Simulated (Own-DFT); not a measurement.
# Short bonds, stiff crystals?

Source: density functional calculations with Own-DFT, an unreviewed in-house program that is no longer used. Nothing was measured or relaxed, and spin and spin-orbit coupling are left out.

Limits (not all hold for every row): forces on such cells moved up to 12 meV/angstrom on a denser k mesh; k mesh not checked against a denser one; forces on such cells passed a denser k mesh, each cell not checked; stress not checked against mesh or cutoff.

All runs are PBE with PseudoDojo norm-conserving files; cutoff and k mesh are each material's own. Every cell starts from measured lattice constants and was given uniform random strains and small random moves of its atoms. Each triple is the change of volume in per cent, the rms move u in Å and the pressure in GPa.

- 3C SiC (C32Si32), 10.36 Å³/atom unstrained: (-2.32, 0.053, 12.44); (-1.87, 0.050, 9.95); (-0.95, 0.051, 7.83); (-0.19, 0.050, 6.10); (-0.18, 0.054, 6.53); (0.75, 0.050, 3.70); (1.53, 0.051, 2.27)
- wurtzite AlN (Al64N64), 10.45 Å³/atom unstrained: (-1.64, 0.049, 9.53); (-0.19, 0.049, 6.50); (0.10, 0.049, 5.81); (1.27, 0.049, 2.84); (1.31, 0.052, 3.68); (1.38, 0.050, 2.90); (1.52, 0.047, 2.30)
- wurtzite GaN (Ga48N48), 11.42 Å³/atom unstrained: withheld
- diamond silicon (Si64), 20.02 Å³/atom unstrained: (-3.58, 0.050, 6.47); (-2.89, 0.054, 5.88); (-1.99, 0.049, 4.85); (0.47, 0.046, 2.32); (1.16, 0.051, 1.49); (1.55, 0.052, 1.57); (2.33, 0.052, 0.56)
- zincblende InP (In32P32), 25.27 Å³/atom unstrained: (-3.38, 0.052, 6.41); (-2.12, 0.050, 5.61); (-1.29, 0.048, 4.63); (-0.87, 0.049, 4.30); (1.14, 0.049, 2.82); (2.17, 0.053, 2.08); (3.55, 0.049, 1.33)
- grey tin (Sn64), 34.15 Å³/atom unstrained: (-3.42, 0.057, 5.94); (-3.37, 0.048, 5.59); (-1.17, 0.048, 4.26); (-0.53, 0.049, 3.85); (-0.25, 0.052, 3.94); (0.60, 0.048, 3.36); (1.82, 0.052, 2.77)

## Fit

Fit a line to each set against the fractional change of volume; B is minus its slope, and u is nearly the same within a set. To take it to zero pressure, assume that B rises by 4 GPa for each GPa: B0 = B - 4 x (mean pressure). The bond length of an ideal tetrahedral crystal with the unstrained volume v is d = (√3/4)(8 v)^(1/3). Cohen's empirical rule reads B0 = (1971 - 220 L) d^(-3.5) GPa, with L = 0 for group IV crystals and SiC and 1 for III-V compounds.

| material | L | d (Å) | B (GPa) | mean P (GPa) | B0 (GPa) | rule (GPa) |
|---|---|---|---|---|---|---|
| 3C SiC (C32Si32) | 0 | 1.888 | 252 ± 15 | 7.0 | 225 ± 15 | 213 |
| wurtzite AlN (Al64N64) | 1 | 1.893 | 222 ± 12 | 4.8 | 203 ± 12 | 188 |
| wurtzite GaN (Ga48N48) | 1 | 1.950 | ? | ? | ? | 169 |
| diamond silicon (Si64) | 0 | 2.352 | 101 ± 3 | 3.3 | 87 ± 3 | 99 |
| zincblende InP (In32P32) | 1 | 2.541 | 75 ± 3 | 3.9 | 60 ± 3 | 67 |
| grey tin (Sn64) | 0 | 2.810 | 58 ± 3 | 4.2 | 41 ± 3 | 53 |

A line through ln[B0/(1971 - 220 L)] against ln d has a slope of -4.2 ± 0.1 and a scatter of 3 %. Against the rule, B0 stands at 105 % for 3C SiC, 108 % for wurtzite AlN, 88 % for diamond silicon, 89 % for zincblende InP, 78 % for grey tin. PBE tends to make silicon and heavier crystals too soft, and the rule itself is only a guide.

## Prediction

The question: what B0 does the fitted trend give for wurtzite GaN (Ga48N48)?

The straight line predicts 176 GPa. Its own runs give B = 202 ± 13 GPa at a mean pressure of 7.8 GPa, so B0 = 171 GPa.
